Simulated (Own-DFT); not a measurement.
Simulation results for SiC (4H silicon carbide, atoms displaced)

A calculation, not a measurement: plane-wave PBE density functional theory by an unreviewed code, no spin, of a simulated periodic cell, stress positive in tension, free energy of the whole cell less one offset for each atom, forces on such cells passed a denser k mesh, this cell's mesh not checked; offsets are fitted by least squares, one for each functional and potential file, so energies compare only between cells with the same atoms and settings and are not formation energies; the far tail of each file's local potential was reset to the Coulomb form; each entry is a single point on an unrelaxed cell, so the pressure reflects the starting lattice, mostly measured values (interpolated for alloys), from which strain is counted, and rises with the displacements; printed positions are rounded, which can move forces by about a meV/angstrom; the program, named Own-DFT, is a retired in-house code; no spin-orbit coupling. Program: Own-DFT development build.

Settings shared by all entries: functional PBE; potential files PseudoDojo norm-conserving, scalar-relativistic, standard set; wave cutoff 42 hartree; occupations Fermi-Dirac; smearing width 0.1 eV; hardware one NVIDIA H100; k mesh 4 x 4 x 3 centred on Gamma.

(1) SiC (4H silicon carbide, atoms displaced)

```
SiC
1.0
      9.2481     0.0000     0.0000
     -4.6241     8.0091     0.0000
      0.0000     0.0000    10.0681
Si C Si C Si C Si C Si C Si C Si C Si C Si C Si C Si C Si C Si C Si C Si C Si C Si C Si C
2 2 2 2 2 2 2 2 2 2 2 2 2 2 2 2 2 2 2 2 2 2 2 2 2 2 2 2 2 2 2 2 2 2 2 2
Direct
  0.01286 0.00069 0.40997
  0.10008 0.20296 0.14263
  0.00938 0.99529 0.08515
  0.09715 0.21277 0.33947
  0.01483 0.35550 0.39573
  0.09636 0.54126 0.15379
  0.00315 0.35450 0.08834
  0.09850 0.55815 0.34240
  0.97679 0.65537 0.41587
  0.10698 0.89020 0.15072
  0.99706 0.66392 0.09830
  0.11771 0.90050 0.33428
  0.32155 0.00687 0.42603
  0.44175 0.23187 0.15627
  0.33187 0.00030 0.08796
  0.42957 0.21854 0.34920
  0.34682 0.35492 0.40788
  0.44120 0.54580 0.14935
  0.34010 0.34276 0.11290
  0.45118 0.57466 0.32583
  0.34299 0.67421 0.40797
  0.45345 0.89553 0.16767
  0.33290 0.67528 0.10093
  0.42427 0.86596 0.33857
  0.65896 0.01592 0.37825
  0.77830 0.23184 0.14669
  0.65494 0.01559 0.09368
  0.79074 0.22950 0.33697
  0.65489 0.33509 0.41356
  0.76206 0.55136 0.15276
  0.66754 0.32268 0.10727
  0.77347 0.54574 0.32008
  0.67158 0.66094 0.40048
  0.78674 0.88976 0.17239
  0.64947 0.64221 0.09729
  0.79967 0.88138 0.32722
  0.99125 0.98898 0.92194
  0.86902 0.75614 0.66416
  0.98516 0.00049 0.57926
  0.89183 0.78140 0.83369
  0.99946 0.66819 0.92770
  0.88584 0.43339 0.65913
  0.01504 0.67658 0.58540
  0.89756 0.45350 0.85124
  0.98318 0.32804 0.93123
  0.87361 0.10009 0.66427
  0.98245 0.33252 0.59346
  0.87030 0.10577 0.84834
  0.68069 0.99379 0.89640
  0.53812 0.78616 0.67114
  0.65858 0.00343 0.60787
  0.56569 0.77438 0.84820
  0.66824 0.67245 0.90812
  0.54482 0.44368 0.65573
  0.67757 0.66181 0.59595
  0.55943 0.45187 0.84390
  0.65994 0.34898 0.89941
  0.54620 0.11401 0.67616
  0.67062 0.33732 0.60329
  0.56234 0.13677 0.84659
  0.32675 0.99217 0.90845
  0.24633 0.78431 0.66615
  0.35912 0.02601 0.59441
  0.23644 0.78481 0.84663
  0.34092 0.65820 0.91325
  0.22638 0.43397 0.64325
  0.33461 0.65663 0.57600
  0.22160 0.44443 0.84689
  0.32950 0.33769 0.89847
  0.21634 0.10873 0.67282
  0.31425 0.29925 0.57992
  0.21183 0.10218 0.84871
```

It finds free energy of cell above offsets 13.491 eV; pressure 11.77 GPa; stress xx -6.95 GPa; stress yy -9.31 GPa; stress zz -19.04 GPa; stress yz -0.42 GPa; stress xz -2.08 GPa; stress xy 1.25 GPa; wall time 369 s.

Force:
```tsv
element	x (eV/Å)	y (eV/Å)	z (eV/Å)
Si	-2.043	0.482	-2.799
Si	0.554	4.429	3.788
C	-3.152	-0.688	3.574
C	0.957	2.496	-0.702
Si	-0.62	-5.188	2.351
Si	1.384	7.567	3.375
C	1.381	-7.023	4.69
C	1.52	2.243	-0.601
Si	2.013	1.707	-4.142
Si	3.876	-0.88	1.886
C	-1.439	0.488	1.696
C	0.146	-1.859	2.266
Si	1.057	-0.892	-4.992
Si	2.4	-3.026	1.137
C	-0.364	0.347	1.937
C	1.614	1.114	-0.472
Si	-1.494	-2.536	-3.308
Si	-3.132	4.329	1.077
C	-2.584	-4.674	-4.863
C	1.023	-1.502	4.561
Si	-1.345	-3.053	-3.566
Si	-3.197	-1.1	-3.585
C	0.864	-1.967	-1.3
C	0.128	6.64	1.952
Si	1.909	-2.606	3.314
Si	2.368	-1.694	2.885
C	4.54	-1.631	-1.139
C	-2.066	0.871	-0.165
Si	1.685	-0.923	-1.297
Si	3.489	-1.712	-2.362
C	-5.405	3.93	-3.709
C	-0.844	0.315	7.492
Si	-0.482	1.319	-0.177
Si	-2.296	-0.433	-9.416
C	0.312	4.742	-2.934
C	-1.415	-0.032	9.714
Si	-0.551	0.763	-7.782
Si	4.783	3.815	-3.409
C	1.291	-1.038	5.927
C	0.011	-0.544	5.717
Si	0.636	-0.075	-5.758
Si	-1.096	3.779	1.195
C	-0.923	-0.761	4.455
C	-1.267	-0.556	-0.086
Si	0.683	0.318	-10.56
Si	1.048	1.757	-2.645
C	4.786	-1.639	-0.962
C	7.567	3.919	-0.027
Si	-8.604	-1.248	4.505
Si	3.287	-0.746	-3.655
C	-1.113	-0.802	-1.281
C	-2.985	0.28	0.049
Si	2.311	-1.742	0.646
Si	1.673	-0.593	-0.45
C	-5.47	-1.787	-2.412
C	-3.404	0.744	-0.877
Si	4.183	-1.319	2.797
Si	3.67	2.217	-2.934
C	-1.705	-0.235	-1.011
C	-0.14	-3.75	1.997
Si	1.532	2.899	0.209
Si	-2.988	-0.556	-2.945
C	-3.651	-4.019	2.81
C	0.051	-2.241	0.401
Si	-1.744	1.589	0.731
Si	-2.986	-0.432	1.422
C	0.17	0.46	6.077
C	-0.785	-0.626	-1.083
Si	1.468	-0.931	2.063
Si	-0.788	-2.656	-3.675
C	-0.032	4.951	2.954
C	-0.261	1.205	1.44
```

(2) SiC (4H silicon carbide, atoms displaced)

```
SiC
1.0
      9.2481     0.0000     0.0000
     -4.6241     8.0091     0.0000
      0.0000     0.0000    10.0681
Si C Si C Si C Si C Si C Si C Si C Si C Si C Si C Si C Si C Si C Si C Si C Si C Si C Si C
2 2 2 2 2 2 2 2 2 2 2 2 2 2 2 2 2 2 2 2 2 2 2 2 2 2 2 2 2 2 2 2 2 2 2 2
Direct
  0.01170 0.99152 0.39940
  0.11945 0.23433 0.15316
  0.00690 0.01140 0.11243
  0.12497 0.22863 0.32254
  0.00861 0.33331 0.41185
  0.12531 0.53850 0.15410
  0.98975 0.35908 0.08560
  0.11949 0.57893 0.33557
  0.01531 0.66486 0.41669
  0.11594 0.86836 0.15909
  0.99837 0.64448 0.10128
  0.11346 0.88724 0.33755
  0.34370 0.00702 0.41189
  0.46439 0.22829 0.13565
  0.32676 0.00794 0.07115
  0.42305 0.23055 0.34051
  0.33307 0.33531 0.41373
  0.41969 0.53520 0.16243
  0.34449 0.32092 0.08560
  0.45303 0.54514 0.33987
  0.33955 0.65731 0.40592
  0.45075 0.88950 0.14548
  0.32798 0.65126 0.08548
  0.43857 0.87269 0.34344
  0.64742 0.99818 0.40106
  0.76503 0.19423 0.15560
  0.66642 0.00757 0.10450
  0.77139 0.21100 0.33895
  0.66121 0.33843 0.41955
  0.78092 0.56988 0.17698
  0.66491 0.34588 0.09352
  0.74955 0.54409 0.36258
  0.64290 0.66110 0.38934
  0.77630 0.88845 0.15948
  0.65483 0.65512 0.09382
  0.78393 0.88354 0.33200
  0.99492 0.00316 0.91747
  0.88970 0.77394 0.63616
  0.98088 0.98633 0.59545
  0.89761 0.78052 0.84009
  0.98466 0.64510 0.91282
  0.88096 0.43301 0.65477
  0.00492 0.66931 0.58777
  0.91480 0.45476 0.83727
  0.01859 0.36012 0.90413
  0.89076 0.12008 0.63556
  0.01481 0.33295 0.58267
  0.90830 0.11074 0.85247
  0.68153 0.99933 0.88372
  0.54690 0.78453 0.66909
  0.66088 0.00341 0.59063
  0.57893 0.78523 0.83968
  0.66109 0.64851 0.89894
  0.55741 0.43660 0.65044
  0.67347 0.69427 0.59064
  0.57030 0.45699 0.85669
  0.65543 0.31912 0.91364
  0.56141 0.10411 0.66050
  0.66502 0.32093 0.60257
  0.57452 0.12215 0.83585
  0.33491 0.99241 0.89368
  0.22807 0.78000 0.66171
  0.34867 0.00859 0.58165
  0.21265 0.77131 0.83869
  0.33515 0.68101 0.89728
  0.24086 0.45842 0.64892
  0.33464 0.66531 0.58077
  0.22291 0.44648 0.85593
  0.32389 0.32557 0.91310
  0.21761 0.11476 0.65293
  0.32659 0.31633 0.59014
  0.22613 0.11292 0.82684
```

The calculation gives: free energy of cell above offsets 11.835 eV; pressure 10.7 GPa; stress xx -6.57 GPa; stress yy -12.39 GPa; stress zz -13.14 GPa; stress yz -1.93 GPa; stress xz -0.83 GPa; stress xy 0.05 GPa; wall time 335.9 s.

Force:
```tsv
element	x (eV/Å)	y (eV/Å)	z (eV/Å)
Si	-3.42	1.264	-0.202
Si	0.069	-1.03	-3.068
C	-0.021	-2.252	-3.105
C	-1.626	0.39	6.684
Si	-0.845	-0.194	-5.663
Si	-3.911	4.949	2.364
C	1.879	-7.433	-0.321
C	3.781	-4.399	0.769
Si	-3.714	1.575	-3.173
Si	-1.648	2.203	-1.786
C	-0.829	2.143	-0.289
C	2.511	-1.282	2.103
Si	-1.246	-0.51	-4.795
Si	-4.193	-2.966	4.23
C	2.541	-1.816	2.813
C	6.108	-2.775	-0.594
Si	-1.465	-0.593	-2.319
Si	3.895	0.912	-3.109
C	-3.757	1.481	1.753
C	-7.712	-2.291	-0.424
Si	-1.438	0.63	-2.42
Si	-2.128	-1.303	1.107
C	0.869	2.82	-0.13
C	-1.227	1.561	-1.463
Si	3.837	-0.52	0.377
Si	-0.434	10.8	1.852
C	1.284	-7.582	-5.249
C	-0.315	2.211	1.801
Si	0.042	-3.084	-2.512
Si	0.217	-2.201	-1.944
C	4.735	0.086	-0.085
C	3.518	2.374	-1.594
Si	6.685	5.573	4.75
Si	0.334	-0.459	-2.447
C	-0.081	1.775	0.316
C	-1.542	0.264	3.513
Si	4.577	-2.583	0.244
Si	-0.735	-0.532	3.7
C	2.535	3.603	-2.739
C	-0.626	-1.31	0.655
Si	-0.965	4.41	0.28
Si	1.99	2.236	0.037
C	0.841	-1.235	2.646
C	-3.682	-2.876	-1.696
Si	-0.784	-5.011	1.24
Si	0.913	-2.624	2.864
C	-1.249	1.457	3.17
C	-4.609	3.596	-2.962
Si	0.045	2.396	3.289
Si	2.656	-0.332	-4.753
C	1.537	-0.753	-0.287
C	-3.214	-1.787	1.973
Si	1.651	8.36	3.419
Si	-0.938	2.114	1.844
C	-1.285	-4.058	-1.13
C	-1.036	-9.366	-4.737
Si	1.121	3.937	-0.476
Si	-2.371	1.335	-1.732
C	-0.337	1.117	-0.88
C	-0.669	-3.433	1.567
Si	-1.27	1.671	-0.725
Si	-1.12	0.045	-3.375
C	-1.379	-1.284	5.25
C	0.828	0.735	1.155
Si	2.335	-2.123	1.53
Si	-0.707	-3.052	2.039
C	0.053	1.168	3.734
C	3.143	2.389	-3.535
Si	1.627	0.718	-3.044
Si	0.119	-3.568	-0.885
C	-0.062	4.476	0.695
C	0.315	-0.158	3.883
```

(3) SiC (4H silicon carbide, atoms displaced)

```
SiC
1.0
      9.2481     0.0000     0.0000
     -4.6241     8.0091     0.0000
      0.0000     0.0000    10.0681
Si C Si C Si C Si C Si C Si C Si C Si C Si C Si C Si C Si C Si C Si C Si C Si C Si C Si C
2 2 2 2 2 2 2 2 2 2 2 2 2 2 2 2 2 2 2 2 2 2 2 2 2 2 2 2 2 2 2 2 2 2 2 2
Direct
  0.99155 0.98543 0.39979
  0.11774 0.24326 0.15805
  0.00135 0.99079 0.10069
  0.13181 0.23624 0.32762
  0.99378 0.33547 0.41390
  0.10184 0.53957 0.14724
  0.98766 0.32535 0.08055
  0.12720 0.54529 0.35118
  0.02568 0.66597 0.40675
  0.14186 0.93088 0.15961
  0.00604 0.66760 0.09393
  0.08692 0.86389 0.36831
  0.33562 0.00261 0.38509
  0.44163 0.22213 0.16780
  0.31934 0.98824 0.07539
  0.44858 0.21452 0.35854
  0.32628 0.33316 0.38871
  0.43029 0.55102 0.16232
  0.34821 0.35056 0.08780
  0.44947 0.55292 0.34269
  0.32250 0.67401 0.40654
  0.44822 0.87226 0.13442
  0.34150 0.65861 0.08016
  0.44207 0.90744 0.34376
  0.67654 0.99926 0.39783
  0.75834 0.20700 0.15810
  0.67107 0.00830 0.08322
  0.78323 0.22236 0.34258
  0.66165 0.32866 0.41141
  0.78619 0.55176 0.15451
  0.66634 0.33632 0.09471
  0.78205 0.56774 0.33290
  0.68127 0.66996 0.40017
  0.77165 0.90546 0.14448
  0.67845 0.68495 0.10246
  0.76718 0.87508 0.35377
  0.99650 0.99452 0.90932
  0.91617 0.79659 0.65657
  0.99428 0.99072 0.59303
  0.89539 0.76615 0.85255
  0.99276 0.66193 0.91136
  0.86993 0.42314 0.67199
  0.99562 0.67450 0.58699
  0.87374 0.44663 0.84755
  0.02294 0.34417 0.90027
  0.90442 0.11768 0.65165
  0.00453 0.35141 0.58514
  0.88024 0.08613 0.83615
  0.67310 0.01899 0.91792
  0.55262 0.76580 0.65155
  0.66612 0.01493 0.58665
  0.56173 0.76758 0.83652
  0.65491 0.67342 0.90175
  0.54104 0.45368 0.68043
  0.66720 0.67663 0.60565
  0.54190 0.46925 0.84851
  0.66759 0.32408 0.92039
  0.55104 0.10614 0.66273
  0.66649 0.33913 0.58146
  0.55367 0.09814 0.82964
  0.32210 0.98912 0.89442
  0.23966 0.77368 0.64500
  0.34656 0.02324 0.58347
  0.22200 0.78258 0.82534
  0.34474 0.66683 0.91007
  0.19709 0.41775 0.65802
  0.33284 0.64244 0.59097
  0.22298 0.46295 0.84982
  0.32891 0.31186 0.90036
  0.20791 0.12155 0.65324
  0.33961 0.33312 0.59515
  0.23479 0.12358 0.83903
```

It finds free energy of cell above offsets 15.072 eV; pressure 11.66 GPa; stress xx -9.29 GPa; stress yy -12.19 GPa; stress zz -13.5 GPa; stress yz -1.05 GPa; stress xz -1.14 GPa; stress xy 1.36 GPa; wall time 356.2 s.

Force:
```tsv
element	x (eV/Å)	y (eV/Å)	z (eV/Å)
Si	-0.549	1.868	0.928
Si	0.755	-2.232	-4.142
C	-2.655	3.768	-1.281
C	-5.006	-3.999	3.648
Si	1.882	-0.64	-3.339
Si	-0.121	2.302	0.766
C	0.33	-0.404	1.877
C	-4.366	-0.608	-3.593
Si	-3.427	-4.669	0.928
Si	-3.211	-6.898	2.158
C	0.747	0.044	0.716
C	3.106	6.801	-5.054
Si	-4.116	-0.735	6.103
Si	0.37	0.931	-1.942
C	4.998	2.599	0.81
C	-2.75	2.712	-4.098
Si	4.585	2.047	4.666
Si	4.489	2.032	-0.502
C	-0.851	-3.683	0.447
C	-1.068	1.326	0.326
Si	6.157	1.044	1.165
Si	-3.15	1.813	2.791
C	-2.57	-0.159	3.324
C	5.318	-4.489	-3.337
Si	-2.828	0.301	2.94
Si	1.373	4.323	0.347
C	-2.027	-0.9	3.497
C	-0.61	-0.184	-0.645
Si	1.313	2.249	-2.142
Si	-1.683	3.099	-0.094
C	-0.356	-2.074	1.802
C	3.143	-3.271	1.682
Si	-2.48	-3.281	2.819
Si	5.113	-3.404	2.858
C	-1.289	-2.09	-2.104
C	0.138	4.478	-3.236
Si	1.593	-0.945	0.279
Si	-2.728	-5.516	2.476
C	-0.535	5.055	-2.066
C	-3.38	3.041	-1.917
Si	3.01	0.315	-0.419
Si	-1.395	3.239	-3.912
C	3.654	-2.177	0.861
C	2.495	-1.637	0.923
Si	-4.706	-3.025	0.72
Si	-3.656	-1.882	-0.273
C	-1.314	-3.459	3.211
C	-0.061	3.641	0.956
Si	1.119	-2.616	-8.008
Si	-2.091	3.36	0.279
C	2.192	-1.935	0.208
C	-5.843	4.553	-0.073
Si	6.2	0.236	4.51
Si	2.899	0.453	-6.228
C	4.217	-1.809	-2.612
C	2.266	-5.211	2.369
Si	-2.01	0.233	-3.609
Si	-0.325	1.831	-6.357
C	-0.159	-0.328	6.026
C	-1.122	1.76	6.801
Si	0.796	1.1	-1.24
Si	-2.576	1.217	-0.497
C	-0.915	-3.063	0.6
C	0.665	-2.148	2.989
Si	-0.853	2.425	-4.587
Si	3.975	4.509	0.361
C	-1.359	1.621	-0.101
C	2.591	-3.159	-2.813
Si	-1.17	7.971	3.282
Si	4.67	-1.42	-0.8
C	-3.123	-0.096	-1.029
C	-1.728	-6.146	-1.402
```
